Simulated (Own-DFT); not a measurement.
AlGa3N4 (wurtzite random alloy, strained, atoms displaced) (calculated)

Computed with Own-DFT development build. A calculation, not a measurement: plane-wave PBE density functional theory by an unreviewed code, no spin, of a simulated periodic cell, stress positive in tension, free energy of the whole cell less one offset for each atom, forces on such cells passed a denser k mesh, this cell's mesh not checked; offsets are fitted by least squares, one for each functional and potential file, so energies compare only between cells with the same atoms and settings and are not formation energies; the far tail of each file's local potential was reset to the Coulomb form; each entry is a single point on an unrelaxed cell, so the pressure reflects the starting lattice, mostly measured values, from which strain is counted, and rises with the displacements; printed positions are rounded, which can move forces by about a meV/angstrom; the program is a retired in-house code; no spin-orbit coupling.

Common to all runs: functional PBE; potential files PseudoDojo norm-conserving, scalar-relativistic, standard set with the stringent files for Ga; wave cutoff 96 hartree; occupations Gaussian; smearing width 0.01 eV; k mesh 4 x 4 x 3 centred on Gamma.

```yaml
- entry: 1
  formula: AlGa3N4
  kind: "wurtzite random alloy, strained, atoms displaced"
  structure:
    cell_angstrom: [[9.2715, 0.0, 0.0], [-4.6358, 8.0294, 0.0], [0.0, 0.0, 10.2685]]
    atoms_fractional:
      - [Ga, 0.10725, 0.22083, 0.00608]
      - [Ga, 0.20637, 0.0951, 0.24393]
      - ["N", 0.11085, 0.20963, 0.19328]
      - ["N", 0.22786, 0.11648, 0.42526]
      - [Al, 0.11885, 0.22995, 0.5001]
      - [Ga, 0.2268, 0.11554, 0.74158]
      - ["N", 0.11656, 0.22522, 0.68735]
      - ["N", 0.22124, 0.11, 0.9431]
      - [Al, 0.10633, 0.55659, 0.00872]
      - [Al, 0.22548, 0.4546, 0.24938]
      - ["N", 0.11374, 0.55673, 0.18855]
      - ["N", 0.22985, 0.44951, 0.44145]
      - [Al, 0.10701, 0.55704, 0.48554]
      - [Ga, 0.22875, 0.45007, 0.7514]
      - ["N", 0.11297, 0.56587, 0.68851]
      - ["N", 0.21861, 0.44931, 0.9444]
      - [Ga, 0.11549, 0.88964, 0.99782]
      - [Al, 0.23022, 0.78357, 0.25196]
      - ["N", 0.09668, 0.86816, 0.18767]
      - ["N", 0.23306, 0.78327, 0.43873]
      - [Ga, 0.11518, 0.88573, 0.50124]
      - [Ga, 0.21389, 0.78469, 0.74683]
      - ["N", 0.11699, 0.89365, 0.68697]
      - ["N", 0.22619, 0.78124, 0.94244]
      - [Ga, 0.43476, 0.2099, 0.99684]
      - [Ga, 0.55098, 0.10973, 0.25023]
      - ["N", 0.44319, 0.22515, 0.19606]
      - ["N", 0.55438, 0.11443, 0.43769]
      - [Al, 0.44413, 0.22944, 0.50259]
      - [Al, 0.56257, 0.11122, 0.75042]
      - ["N", 0.44567, 0.22238, 0.69009]
      - ["N", 0.55865, 0.11326, 0.93492]
      - [Ga, 0.44538, 0.54872, 0.00062]
      - [Ga, 0.55065, 0.44125, 0.25616]
      - ["N", 0.45301, 0.55684, 0.18121]
      - ["N", 0.56406, 0.44875, 0.44272]
      - [Ga, 0.44279, 0.54918, 0.50132]
      - [Al, 0.55935, 0.45424, 0.7468]
      - ["N", 0.44639, 0.56729, 0.68663]
      - ["N", 0.55028, 0.44545, 0.93392]
      - [Ga, 0.4482, 0.89878, 0.00381]
      - [Ga, 0.56736, 0.7792, 0.24844]
      - ["N", 0.4356, 0.88977, 0.18835]
      - ["N", 0.55009, 0.78326, 0.43368]
      - [Ga, 0.45345, 0.88431, 0.50226]
      - [Ga, 0.55531, 0.77741, 0.74366]
      - ["N", 0.44622, 0.89715, 0.68792]
      - ["N", 0.55758, 0.78241, 0.93988]
      - [Ga, 0.78309, 0.22448, 0.00351]
      - [Al, 0.88075, 0.10049, 0.24867]
      - ["N", 0.77531, 0.22883, 0.19086]
      - ["N", 0.90416, 0.12767, 0.43653]
      - [Ga, 0.77847, 0.21866, 0.50364]
      - [Ga, 0.89137, 0.11574, 0.75643]
      - ["N", 0.75776, 0.21622, 0.69286]
      - ["N", 0.88071, 0.10493, 0.93279]
      - [Ga, 0.78243, 0.5566, 0.9975]
      - [Ga, 0.89774, 0.45523, 0.25437]
      - ["N", 0.7789, 0.56222, 0.18734]
      - ["N", 0.89203, 0.44804, 0.43387]
      - [Ga, 0.77639, 0.54897, 0.49622]
      - [Ga, 0.87962, 0.43574, 0.74691]
      - ["N", 0.77639, 0.55528, 0.69141]
      - ["N", 0.88375, 0.44941, 0.93381]
      - [Ga, 0.77813, 0.88621, 0.01007]
      - [Ga, 0.89377, 0.78215, 0.24999]
      - ["N", 0.76969, 0.88216, 0.1962]
      - ["N", 0.88293, 0.78757, 0.43501]
      - [Ga, 0.7736, 0.89257, 0.49194]
      - [Ga, 0.89137, 0.77897, 0.7506]
      - ["N", 0.78119, 0.89944, 0.68733]
      - ["N", 0.89611, 0.78073, 0.9347]
  results:
    "free_energy_of_cell_above_offsets [eV]": "-5.659"
    "pressure [GPa]": 18.52
    "stress_xx [GPa]": -24.15
    "stress_yy [GPa]": -19.65
    "stress_zz [GPa]": -11.75
    "stress_yz [GPa]": -0.83
    "stress_xz [GPa]": 1.43
    "stress_xy [GPa]": -0.54
    force_element: [Ga, Ga, "N", "N", Al, Ga, "N", "N", Al, Al, "N", "N", Al, Ga, "N", "N", Ga, Al, "N", "N", Ga, Ga, "N", "N", Ga, Ga, "N", "N", Al, Al, "N", "N", Ga, Ga, "N", "N", Ga, Al, "N", "N", Ga, Ga, "N", "N", Ga, Ga, "N", "N", Ga, Al, "N", "N", Ga, Ga, "N", "N", Ga, Ga, "N", "N", Ga, Ga, "N", "N", Ga, Ga, "N", "N", Ga, Ga, "N", "N"]
    "force_x [eV/angstrom]": [0.055, 2.84, -3.86, -0.339, 0.433, -0.152, -1.078, -1.455, 0.185, 1.713, 0.817, -2.058, 1.597, -1.632, -0.075, -0.522, -0.374, -1.259, 3.037, -0.989, -1.096, 3.365, -2.421, -0.013, 1.386, 0.039, -0.546, -0.131, 0.822, -4.076, 1.076, 0.153, -1.256, 0.944, -2.109, -1.744, 0.467, -0.415, 1.58, 1.74, 0.608, -4.874, 1.771, 3.091, -3.165, -0.286, 0.003, 0.157, -1.083, 0.004, 1.97, -0.278, -0.845, -0.173, 4.389, 0.962, -2.246, -1.513, 0.031, 0.485, 0.621, 1.094, -0.613, 2.95, -0.166, -1.635, 2.913, 2.393, 0.086, -0.777, 0.527, -1.043]
    "force_y [eV/angstrom]": [0.246, 0.064, 2.515, 0.257, -0.88, -0.219, 0.609, -0.008, 0.576, -1.661, 0.917, -0.578, 0.765, 0.211, -2.0, -0.477, -0.502, -0.88, 1.78, -1.581, 1.136, -1.017, 0.596, -1.47, 2.507, 0.613, -1.307, 0.32, -1.599, -1.644, 1.592, 0.534, 1.643, 0.538, -0.35, -1.416, 1.924, -1.175, -2.535, -0.972, -1.361, -2.047, -0.237, -2.314, 2.605, 2.545, -0.411, -0.635, 0.421, 2.548, -1.014, -1.13, 0.243, 0.059, 1.461, 0.598, 0.25, -1.032, -1.063, -0.4, 2.537, 1.575, 0.195, -0.85, -0.459, -1.723, 3.17, -1.534, 1.212, 0.603, -0.971, 0.087]
    "force_z [eV/angstrom]": [-0.581, 0.669, -0.65, 3.193, -0.39, 1.942, -1.034, -1.618, -2.02, 0.051, 0.367, -1.767, 2.571, 0.647, -1.814, -0.268, 0.622, 0.317, -0.716, -1.368, -0.835, 1.855, -0.92, -0.646, 1.22, 0.753, -1.878, 0.77, -0.482, 1.332, -0.94, -0.525, -0.569, -0.744, 2.2, -0.357, 0.136, 0.821, -0.4, -1.231, -0.627, 0.729, 0.125, -0.811, 1.254, 2.173, 0.242, -0.196, -0.091, 0.727, -0.05, -0.79, -0.33, -1.844, -1.866, 2.438, 0.815, -1.453, 0.133, 1.24, 1.468, 0.511, -1.265, 0.644, -1.8, 1.151, -1.687, 0.494, 1.806, -0.525, -0.968, 0.637]
- entry: 2
  formula: AlGa3N4
  kind: "wurtzite random alloy, strained, atoms displaced"
  structure:
    cell_angstrom: [[9.2715, 0.0, 0.0], [-4.6358, 8.0294, 0.0], [0.0, 0.0, 10.2685]]
    atoms_fractional:
      - [Ga, 0.12237, 0.2313, 0.99582]
      - [Ga, 0.226, 0.10914, 0.24854]
      - ["N", 0.11662, 0.22368, 0.19258]
      - ["N", 0.22163, 0.11298, 0.44115]
      - [Al, 0.10789, 0.21584, 0.49471]
      - [Ga, 0.20488, 0.10413, 0.759]
      - ["N", 0.10516, 0.21706, 0.69149]
      - ["N", 0.21701, 0.10985, 0.94971]
      - [Ga, 0.10707, 0.55968, 0.99247]
      - [Ga, 0.21245, 0.44282, 0.25006]
      - ["N", 0.10897, 0.56228, 0.18747]
      - ["N", 0.22044, 0.44462, 0.45054]
      - [Ga, 0.1098, 0.55344, 0.50319]
      - [Al, 0.22345, 0.44153, 0.74526]
      - ["N", 0.10672, 0.55999, 0.68201]
      - ["N", 0.22785, 0.44354, 0.93677]
      - [Ga, 0.11051, 0.89262, 0.9962]
      - [Al, 0.2196, 0.77737, 0.24325]
      - ["N", 0.1109, 0.89533, 0.19438]
      - ["N", 0.20875, 0.76688, 0.44334]
      - [Ga, 0.10241, 0.88578, 0.50291]
      - [Al, 0.22104, 0.77975, 0.74093]
      - ["N", 0.11284, 0.88893, 0.68993]
      - ["N", 0.22297, 0.77732, 0.93827]
      - [Al, 0.44758, 0.22523, 0.00096]
      - [Ga, 0.56149, 0.11783, 0.24731]
      - ["N", 0.43705, 0.20663, 0.19577]
      - ["N", 0.55332, 0.09926, 0.44098]
      - [Ga, 0.44806, 0.2207, 0.4993]
      - [Al, 0.56065, 0.10821, 0.74683]
      - ["N", 0.43691, 0.21642, 0.69344]
      - ["N", 0.55097, 0.11118, 0.94895]
      - [Ga, 0.44657, 0.56512, 0.99605]
      - [Ga, 0.5552, 0.44003, 0.23824]
      - ["N", 0.44208, 0.55687, 0.19499]
      - ["N", 0.56161, 0.45006, 0.43658]
      - [Ga, 0.4301, 0.54692, 0.50045]
      - [Ga, 0.55174, 0.44657, 0.75936]
      - ["N", 0.44599, 0.55984, 0.69307]
      - ["N", 0.55338, 0.44034, 0.94602]
      - [Ga, 0.44655, 0.88596, 0.99652]
      - [Ga, 0.56464, 0.78551, 0.25014]
      - ["N", 0.4342, 0.88269, 0.19596]
      - ["N", 0.55362, 0.77591, 0.44004]
      - [Ga, 0.43425, 0.8854, 0.50639]
      - [Ga, 0.56339, 0.78069, 0.75242]
      - ["N", 0.44347, 0.89198, 0.69219]
      - ["N", 0.55512, 0.77736, 0.94502]
      - [Ga, 0.77947, 0.21992, 0.99729]
      - [Ga, 0.88323, 0.106, 0.25201]
      - ["N", 0.77528, 0.22792, 0.19518]
      - ["N", 0.89226, 0.10815, 0.44525]
      - [Ga, 0.7734, 0.21824, 0.50791]
      - [Ga, 0.90003, 0.11738, 0.75371]
      - ["N", 0.78112, 0.21349, 0.68068]
      - ["N", 0.89763, 0.11625, 0.93887]
      - [Al, 0.77608, 0.5516, 0.99609]
      - [Ga, 0.88919, 0.44066, 0.24775]
      - ["N", 0.76733, 0.55479, 0.18544]
      - ["N", 0.88073, 0.43354, 0.43677]
      - [Ga, 0.78238, 0.55601, 0.4964]
      - [Al, 0.89568, 0.45088, 0.75204]
      - ["N", 0.78048, 0.55353, 0.68957]
      - ["N", 0.87659, 0.43347, 0.93617]
      - [Ga, 0.77707, 0.88505, 0.99847]
      - [Ga, 0.88419, 0.78591, 0.2449]
      - ["N", 0.78323, 0.89448, 0.19245]
      - ["N", 0.89169, 0.78133, 0.4527]
      - [Ga, 0.78015, 0.89322, 0.49264]
      - [Al, 0.88575, 0.78142, 0.74992]
      - ["N", 0.77485, 0.88707, 0.69005]
      - ["N", 0.89098, 0.77418, 0.9417]
  results:
    "free_energy_of_cell_above_offsets [eV]": "-5.741"
    "pressure [GPa]": 19.0
    "stress_xx [GPa]": -23.84
    "stress_yy [GPa]": -24.8
    "stress_zz [GPa]": -8.35
    "stress_yz [GPa]": 0.83
    "stress_xz [GPa]": 0.02
    "stress_xy [GPa]": -1.25
    force_element: [Ga, Ga, "N", "N", Al, Ga, "N", "N", Ga, Ga, "N", "N", Ga, Al, "N", "N", Ga, Al, "N", "N", Ga, Al, "N", "N", Al, Ga, "N", "N", Ga, Al, "N", "N", Ga, Ga, "N", "N", Ga, Ga, "N", "N", Ga, Ga, "N", "N", Ga, Ga, "N", "N", Ga, Ga, "N", "N", Ga, Ga, "N", "N", Al, Ga, "N", "N", Ga, Al, "N", "N", Ga, Ga, "N", "N", Ga, Al, "N", "N"]
    "force_x [eV/angstrom]": [-1.358, -1.61, -1.333, -0.013, 0.494, 2.536, 1.54, 2.312, 0.648, 1.039, 0.189, -1.483, -1.38, -0.713, 1.381, -1.499, 0.955, -0.913, 0.598, 0.374, 2.193, 0.376, -1.252, -0.442, -0.754, -0.379, 0.383, -0.411, -0.421, -1.196, 0.897, 0.528, 0.41, -1.853, -0.21, -0.824, 3.653, 1.187, -0.942, 0.215, -1.561, -1.958, 1.187, -0.339, 0.728, -1.61, 0.061, 0.932, -0.371, 0.653, 2.061, -0.448, 0.297, -2.366, -1.406, -0.434, -0.166, -1.134, 2.637, 0.811, -0.703, -0.94, -0.165, 0.378, 0.617, 2.844, -1.66, -1.371, -1.104, 0.98, 1.601, -0.968]
    "force_y [eV/angstrom]": [-0.601, 0.445, -0.301, -0.165, 0.889, 0.585, 2.556, 1.066, -1.279, 0.831, -0.345, -2.706, -0.917, 0.605, -0.666, 1.486, -1.109, 0.35, -2.478, 1.644, 1.498, -0.104, -0.881, 0.623, -1.266, -2.648, 2.732, 1.207, 0.588, 1.141, 0.077, 0.18, -2.294, -0.625, 0.03, -0.956, 1.837, -1.001, -0.878, 0.631, 0.651, -1.433, 0.886, 0.032, -0.942, -0.041, -0.574, 1.304, -0.859, 2.599, -1.519, 1.693, -0.329, -1.899, 1.612, -1.001, 0.223, 2.102, 1.175, 0.779, -0.399, -1.342, 0.633, 2.041, 1.149, -2.201, 0.037, -1.111, -1.841, -1.114, 0.835, -0.924]
    "force_z [eV/angstrom]": [2.492, 1.971, -0.84, -0.213, 1.191, -0.369, -2.058, -1.433, 1.026, 0.791, -0.871, -1.906, -0.963, 0.288, 3.01, -1.891, 1.857, 1.98, -1.347, -1.946, 0.166, 1.347, 0.945, -1.93, 0.971, 1.82, -3.069, -0.682, 0.533, 0.782, 0.473, -2.249, 2.404, 2.332, -1.384, -0.34, 0.354, -1.412, -0.136, 0.055, 1.919, 1.103, -1.417, 0.068, -0.943, -0.102, 0.763, -1.674, 1.398, 0.815, -2.24, -1.563, -2.474, -0.017, 4.071, 0.443, 0.952, 1.147, -1.527, -0.306, 0.913, -0.868, 0.993, -0.898, 0.588, 1.973, -2.189, -2.927, 2.063, -0.347, 0.014, -1.482]
- entry: 3
  formula: AlGa3N4
  kind: "wurtzite random alloy, strained, atoms displaced"
  structure:
    cell_angstrom: [[9.2715, 0.0, 0.0], [-4.6358, 8.0294, 0.0], [0.0, 0.0, 10.2685]]
    atoms_fractional:
      - [Ga, 0.10414, 0.22568, 0.0054]
      - [Al, 0.23252, 0.11388, 0.25107]
      - ["N", 0.11053, 0.22507, 0.18107]
      - ["N", 0.21963, 0.11236, 0.43277]
      - [Al, 0.12425, 0.23058, 0.49786]
      - [Ga, 0.22204, 0.11609, 0.75108]
      - ["N", 0.11354, 0.21956, 0.69405]
      - ["N", 0.22177, 0.10708, 0.93799]
      - [Ga, 0.12473, 0.56088, 0.99822]
      - [Ga, 0.2228, 0.43661, 0.25113]
      - ["N", 0.11693, 0.54953, 0.19166]
      - ["N", 0.22832, 0.45282, 0.44209]
      - [Ga, 0.10342, 0.55626, 0.49691]
      - [Ga, 0.22565, 0.4458, 0.75097]
      - ["N", 0.10044, 0.54422, 0.68835]
      - ["N", 0.21769, 0.44048, 0.93995]
      - [Ga, 0.09949, 0.88937, 0.00102]
      - [Al, 0.22071, 0.77702, 0.24235]
      - ["N", 0.10881, 0.88182, 0.18488]
      - ["N", 0.21889, 0.77125, 0.43352]
      - [Ga, 0.10238, 0.88699, 0.49462]
      - [Ga, 0.22271, 0.77647, 0.74707]
      - ["N", 0.11622, 0.89664, 0.69189]
      - ["N", 0.22316, 0.77571, 0.93838]
      - [Ga, 0.43229, 0.20891, 0.00141]
      - [Al, 0.5467, 0.10464, 0.24926]
      - ["N", 0.44796, 0.22619, 0.19171]
      - ["N", 0.54675, 0.10919, 0.43298]
      - [Ga, 0.44605, 0.21943, 0.49593]
      - [Al, 0.54956, 0.10443, 0.75413]
      - ["N", 0.43933, 0.21439, 0.69841]
      - ["N", 0.54544, 0.10241, 0.93976]
      - [Ga, 0.44586, 0.55983, 0.99071]
      - [Ga, 0.54809, 0.43143, 0.25618]
      - ["N", 0.4464, 0.55485, 0.19273]
      - ["N", 0.55771, 0.4535, 0.44433]
      - [Ga, 0.43924, 0.55046, 0.50443]
      - [Al, 0.54541, 0.44242, 0.76222]
      - ["N", 0.45015, 0.56399, 0.68549]
      - ["N", 0.55214, 0.44099, 0.94011]
      - [Ga, 0.44516, 0.89238, 0.00758]
      - [Ga, 0.55088, 0.77245, 0.25145]
      - ["N", 0.44603, 0.88423, 0.19758]
      - ["N", 0.55952, 0.78129, 0.44113]
      - [Ga, 0.44067, 0.88091, 0.50014]
      - [Ga, 0.55954, 0.77345, 0.7505]
      - ["N", 0.44211, 0.88863, 0.68759]
      - ["N", 0.55364, 0.77257, 0.9417]
      - [Ga, 0.78185, 0.23472, 0.00851]
      - [Ga, 0.88574, 0.10227, 0.24723]
      - ["N", 0.78761, 0.22816, 0.18902]
      - ["N", 0.89715, 0.11003, 0.44236]
      - [Al, 0.77483, 0.21494, 0.50043]
      - [Ga, 0.88198, 0.10788, 0.74998]
      - ["N", 0.77158, 0.21917, 0.68999]
      - ["N", 0.90022, 0.11128, 0.94323]
      - [Ga, 0.78181, 0.56446, 0.99908]
      - [Ga, 0.88458, 0.44373, 0.24477]
      - ["N", 0.78282, 0.55888, 0.19269]
      - ["N", 0.8828, 0.44802, 0.43726]
      - [Ga, 0.77298, 0.54035, 0.50166]
      - [Ga, 0.88769, 0.44271, 0.73949]
      - ["N", 0.78083, 0.55826, 0.69828]
      - ["N", 0.88142, 0.43494, 0.94137]
      - [Ga, 0.77666, 0.88667, 0.99861]
      - [Al, 0.8835, 0.77443, 0.24387]
      - ["N", 0.77585, 0.88679, 0.19011]
      - ["N", 0.88934, 0.77409, 0.45314]
      - [Ga, 0.77446, 0.89185, 0.50398]
      - [Al, 0.88638, 0.78037, 0.75438]
      - ["N", 0.77678, 0.89448, 0.68754]
      - ["N", 0.88278, 0.77107, 0.93481]
  results:
    "stress_zz [GPa]": null
```

**Q.** Estimate the stress zz of AlGa3N4 (wurtzite random alloy, strained, atoms displaced) (entry 3).
**A.** -10.78 GPa

Further results for AlGa3N4 (wurtzite random alloy, strained, atoms displaced) (entry 3):

- free energy of cell above offsets: -5.618 eV
- pressure: 19 GPa
- stress xx: -21.63 GPa
- stress yy: -24.58 GPa
- stress yz: -0.51 GPa
- stress xz: -0.59 GPa
- stress xy: 0.04 GPa

Force:
```csv
element,x (eV/Å),y (eV/Å),z (eV/Å)
Ga,2.792,0.083,-1.062
Al,-2.136,-0.904,-0.722
N,1.719,-1.971,2.707
N,0.247,0.576,-0.405
Al,-1.312,-0.63,1.068
Ga,0.584,-1.325,0.899
N,-1.646,1.16,-2.422
N,-1.816,0.207,0.394
Ga,-2.429,-0.987,1.125
Ga,-0.037,1.058,0.656
N,-1.209,1.561,-0.545
N,-1.122,-2.073,-0.539
Ga,0.695,-0.477,0.57
Ga,-0.678,-0.401,-0.007
N,1.977,1.788,-0.86
N,1.367,0.497,-1.22
Ga,1.783,-0.289,-0.648
Al,0.388,-1.361,1.293
N,-0.553,1.224,1.344
N,-0.503,1.387,-1.023
Ga,2.338,0.721,1.657
Ga,-0.881,-0.272,0.505
N,-1.268,-1.751,-0.528
N,-0.635,1.026,-0.092
Ga,0.739,1.839,0.168
Al,1.627,0.853,0.238
N,0.346,-3.041,-0.747
N,2.597,-0.165,-0.363
Ga,-1.278,0.702,2.078
Al,0.028,0.422,-0.046
N,1.403,2.203,-1.281
N,1.489,1.34,-0.586
Ga,-0.028,-2.285,2.645
Ga,0.286,3.646,0.186
N,0.375,-0.814,-1.227
N,0.028,-2.065,-0.916
Ga,0.64,1.939,-0.338
Al,1.816,-0.339,-1.988
N,0.513,-2.387,1.363
N,0.13,-0.295,0.104
Ga,0.191,-1.383,-0.179
Ga,1.1,-0.272,1.16
N,-1.864,1.294,-1.071
N,-0.319,-0.989,-0.599
Ga,-0.789,0.598,0.097
Ga,-1.407,1.807,0.574
N,1.087,0.249,0.217
N,-0.423,2.202,-1.012
Ga,0.194,-3.376,-0.873
Ga,0.325,1.524,1.261
N,-2.04,-2.486,1.04
N,-0.762,1.841,-0.398
Al,-0.111,0.459,-0.368
Ga,0.925,1.458,1.054
N,-0.854,-1.031,-1.38
N,-3.565,-1.242,-1.459
Ga,0.264,-3.179,0.812
Ga,1.676,0.866,1.183
N,-1.708,0.103,-0.933
N,2.263,-3.405,-0.709
Ga,-1.731,2.988,2.131
Ga,-1.138,-0.743,2.76
N,-2.379,0.11,-0.523
N,0.595,3.501,-1.458
Ga,-0.255,0.615,0.666
Al,0.613,0.527,2.161
N,0.629,-1.221,-0.681
N,-2.418,-1.03,-3.069
Ga,1.515,-0.685,-0.28
Al,0.996,0.153,-1.746
N,1.325,-1.473,0.975
N,-0.311,1.821,-0.788
```
